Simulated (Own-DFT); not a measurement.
## Calculated data, SiGe$_{3}$ (layered order of Si and Ge on the diamond lattice, atoms displaced)

Computed with Own-DFT development build. A calculation, not a measurement: plane-wave density functional theory by an unreviewed code, no spin, of a simulated periodic cell, stress positive in tension, run twice, with PBE and with PBEsol, both on files made for PBE, so the change isn't that of files made for PBEsol, forces on such cells moved up to 12 meV/angstrom on a denser k mesh; the far tail of each file's local potential was reset to the Coulomb form; each entry is a single point on an unrelaxed cell, so the pressure reflects the starting lattice, mostly measured values (interpolated for alloys), from which strain is counted, and rises with the displacements; printed positions are rounded, which can move forces by about a meV/angstrom; the program, named Own-DFT, is a retired in-house code; no spin-orbit coupling; stress was not checked against mesh or cutoff.

## SiGe$_{3}$ (layered order of Si and Ge on the diamond lattice, atoms displaced)

```
cell vectors (Å)
  11.2025     0.0000     0.0000
   0.0000    11.2025     0.0000
   0.0000     0.0000    11.2025
atoms (fractions of the cell vectors)
Ge  0.00216  0.99614  0.99778
Ge  0.99910  0.25064  0.25033
Ge  0.25146  0.00156  0.24850
Ge  0.24728  0.25047  0.99925
Ge  0.12152  0.12542  0.12569
Ge  0.12254  0.37243  0.37131
Ge  0.37309  0.12256  0.37387
Ge  0.37351  0.37512  0.12942
Ge  0.99928  0.99821  0.50042
Si  0.99981  0.25401  0.75021
Si  0.25009  0.00263  0.74334
Ge  0.25079  0.24994  0.50152
Ge  0.12697  0.12106  0.62177
Si  0.11891  0.37319  0.87506
Si  0.37278  0.12790  0.87745
Ge  0.37367  0.37565  0.62095
Ge  0.00056  0.50162  0.99537
Ge  0.00004  0.75025  0.24560
Ge  0.24786  0.49719  0.24619
Ge  0.25158  0.75896  0.99790
Ge  0.12407  0.62491  0.12344
Ge  0.12089  0.87669  0.37174
Ge  0.37506  0.62503  0.37257
Ge  0.37403  0.87351  0.12314
Ge  0.99768  0.49884  0.49804
Si  0.00045  0.74470  0.75001
Si  0.24675  0.50213  0.74805
Ge  0.25027  0.74848  0.50047
Ge  0.12376  0.62035  0.63020
Si  0.12442  0.88029  0.87772
Si  0.37646  0.62305  0.87368
Ge  0.37421  0.87565  0.62300
Ge  0.49919  0.00242  0.00266
Ge  0.50019  0.24737  0.24987
Ge  0.75000  0.00395  0.24855
Ge  0.75354  0.25261  0.00006
Ge  0.62840  0.12470  0.12033
Ge  0.62638  0.36969  0.37524
Ge  0.87649  0.12408  0.37049
Ge  0.87225  0.37415  0.11993
Ge  0.50035  0.99818  0.50038
Si  0.50391  0.24625  0.75053
Si  0.74409  0.00250  0.74747
Ge  0.75140  0.24795  0.50281
Ge  0.62608  0.12553  0.62824
Si  0.62018  0.37850  0.87364
Si  0.87746  0.12582  0.87828
Ge  0.87264  0.37839  0.62739
Ge  0.50068  0.50449  0.99913
Ge  0.50187  0.75389  0.25029
Ge  0.74799  0.50211  0.25127
Ge  0.75026  0.75249  0.00321
Ge  0.62707  0.62091  0.12344
Ge  0.62595  0.87492  0.37726
Ge  0.87448  0.62777  0.37287
Ge  0.87433  0.87937  0.12372
Ge  0.49770  0.50188  0.50214
Si  0.49961  0.74947  0.74818
Si  0.74965  0.50292  0.75168
Ge  0.74996  0.75364  0.50208
Ge  0.62631  0.62633  0.62269
Si  0.62204  0.87039  0.87663
Si  0.87647  0.62733  0.87991
Ge  0.87625  0.88012  0.62521
```

Settings of this run: functional PBE, then PBEsol, potential files PseudoDojo norm-conserving, scalar-relativistic, standard set, wave cutoff 42 hartree, occupations Fermi-Dirac, smearing width 0.1 eV and k mesh 3 x 3 x 3 centred on Gamma.

The calculation gives: PBE pressure 3.4 GPa; PBE stress xx -3.45 GPa; PBE stress yy -3.39 GPa; PBE stress zz -3.38 GPa; PBE stress yz -0.23 GPa; PBE stress xz -0.37 GPa; PBE stress xy -0.09 GPa; PBEsol pressure 0.7 GPa; PBEsol stress xx -0.74 GPa; PBEsol stress yy -0.68 GPa; PBEsol stress zz -0.67 GPa; PBEsol stress yz -0.22 GPa; PBEsol stress xz -0.35 GPa; PBEsol stress xy -0.08 GPa; rms change of force components from PBE to PBEsol 0.041 eV/Å.

Force:
| force element | PBE force x (eV/Å) | PBE force y (eV/Å) | PBE force z (eV/Å) | PBEsol force x (eV/Å) | PBEsol force y (eV/Å) | PBEsol force z (eV/Å) |
| --- | --- | --- | --- | --- | --- | --- |
| Ge | -0.406 | 0.806 | -0.064 | -0.405 | 0.791 | 0.025 |
| Ge | -0.354 | 0.089 | -0.59 | -0.338 | 0.081 | -0.569 |
| Ge | -0.44 | -0.321 | -0.13 | -0.428 | -0.309 | -0.121 |
| Ge | -0.055 | 0.256 | -0.203 | -0.058 | 0.248 | -0.12 |
| Ge | 0.298 | -0.143 | -0.182 | 0.293 | -0.14 | -0.169 |
| Ge | 0.377 | 0.241 | 0.604 | 0.363 | 0.231 | 0.579 |
| Ge | 0.345 | 0.253 | 0.345 | 0.333 | 0.244 | 0.329 |
| Ge | 0.457 | -0.189 | -0.903 | 0.434 | -0.182 | -0.863 |
| Ge | 0.035 | 0.372 | -0.512 | 0.036 | 0.358 | -0.506 |
| Si | -0.101 | -0.775 | 0.139 | -0.112 | -0.765 | 0.05 |
| Si | 0.199 | -0.249 | 1.467 | 0.195 | -0.244 | 1.358 |
| Ge | -0.278 | -0.11 | -0.633 | -0.267 | -0.109 | -0.622 |
| Ge | -0.545 | 0.809 | 0.684 | -0.533 | 0.79 | 0.586 |
| Si | 0.85 | 0.351 | -0.684 | 0.842 | 0.357 | -0.584 |
| Si | 0.201 | -0.326 | -0.947 | 0.189 | -0.322 | -0.848 |
| Ge | 0.215 | -0.096 | 1.424 | 0.209 | -0.093 | 1.307 |
| Ge | -0.152 | -0.243 | 0.106 | -0.148 | -0.236 | 0.179 |
| Ge | -0.247 | 0.093 | 0.121 | -0.24 | 0.094 | 0.122 |
| Ge | -0.107 | 0.547 | 0.585 | -0.1 | 0.525 | 0.565 |
| Ge | -0.325 | -1.258 | -0.701 | -0.301 | -1.215 | -0.602 |
| Ge | 0.407 | 0.247 | -0.448 | 0.387 | 0.238 | -0.424 |
| Ge | 0.64 | -0.33 | 0.236 | 0.618 | -0.318 | 0.228 |
| Ge | -0.118 | -0.041 | -0.067 | -0.113 | -0.038 | -0.055 |
| Ge | 0.438 | 0.55 | 0.556 | 0.422 | 0.537 | 0.542 |
| Ge | 0.149 | 0.123 | 0.029 | 0.142 | 0.118 | 0.027 |
| Si | -0.17 | 0.907 | 0.785 | -0.153 | 0.89 | 0.692 |
| Si | 0.497 | -0.917 | 1.148 | 0.477 | -0.9 | 1.048 |
| Ge | -0.57 | 0.003 | -0.173 | -0.542 | 0.007 | -0.174 |
| Ge | -0.098 | 0.513 | -0.606 | -0.1 | 0.499 | -0.666 |
| Si | 0.368 | -0.625 | -1.703 | 0.357 | -0.611 | -1.593 |
| Si | -0.479 | 0.595 | -0.587 | -0.464 | 0.58 | -0.497 |
| Ge | 0.074 | -0.255 | 0.692 | 0.075 | -0.249 | 0.594 |
| Ge | -0.1 | -0.361 | -0.994 | -0.092 | -0.352 | -0.891 |
| Ge | 0.112 | -0.15 | -0.13 | 0.108 | -0.142 | -0.121 |
| Ge | -0.231 | -0.483 | 0.166 | -0.215 | -0.463 | 0.158 |
| Ge | -0.783 | -0.242 | -1.246 | -0.754 | -0.228 | -1.128 |
| Ge | -0.253 | 0.44 | 0.308 | -0.248 | 0.422 | 0.31 |
| Ge | -0.292 | 0.576 | 0.292 | -0.283 | 0.557 | 0.28 |
| Ge | -0.081 | 0.145 | 0.813 | -0.08 | 0.139 | 0.785 |
| Ge | 0.608 | 0.805 | 0.898 | 0.584 | 0.772 | 0.873 |
| Ge | 0.023 | 0.476 | 0.02 | 0.018 | 0.455 | 0.012 |
| Si | -0.858 | 0.707 | 0.537 | -0.836 | 0.681 | 0.445 |
| Si | 0.794 | -0.527 | 1.446 | 0.776 | -0.51 | 1.345 |
| Ge | 0.228 | -0.002 | -0.225 | 0.214 | 0.003 | -0.227 |
| Ge | -0.367 | -0.1 | -0.274 | -0.353 | -0.095 | -0.348 |
| Si | 0.625 | -0.342 | -0.392 | 0.611 | -0.327 | -0.306 |
| Si | -0.249 | -0.094 | -1.093 | -0.246 | -0.097 | -0.996 |
| Ge | 0.065 | -0.19 | 0.367 | 0.067 | -0.188 | 0.279 |
| Ge | -0.531 | -0.716 | -0.229 | -0.502 | -0.689 | -0.144 |
| Ge | -0.014 | -0.579 | -0.296 | -0.02 | -0.561 | -0.283 |
| Ge | 0.344 | -0.7 | -0.003 | 0.333 | -0.676 | -0.009 |
| Ge | -0.038 | -0.209 | -0.664 | -0.033 | -0.204 | -0.568 |
| Ge | -0.243 | 0.88 | 0.316 | -0.234 | 0.854 | 0.312 |
| Ge | 0.172 | 0.334 | -0.354 | 0.162 | 0.321 | -0.34 |
| Ge | -0.028 | 0.108 | 0.246 | -0.03 | 0.102 | 0.235 |
| Ge | 0.06 | -0.261 | 0.212 | 0.06 | -0.259 | 0.208 |
| Ge | 0.484 | -0.258 | -0.674 | 0.465 | -0.251 | -0.659 |
| Si | -0.082 | -0.077 | 0.511 | -0.081 | -0.077 | 0.416 |
| Si | -0.096 | 0.131 | 0.639 | -0.09 | 0.131 | 0.55 |
| Ge | 0.424 | -0.197 | -0.172 | 0.405 | -0.189 | -0.179 |
| Ge | -0.1 | -0.035 | 0.816 | -0.1 | -0.031 | 0.718 |
| Si | 0.022 | 0.571 | -0.673 | 0.028 | 0.562 | -0.579 |
| Si | -0.444 | 0.076 | -1.002 | -0.439 | 0.069 | -0.897 |
| Ge | -0.275 | -0.601 | 1.045 | -0.264 | -0.582 | 0.933 |
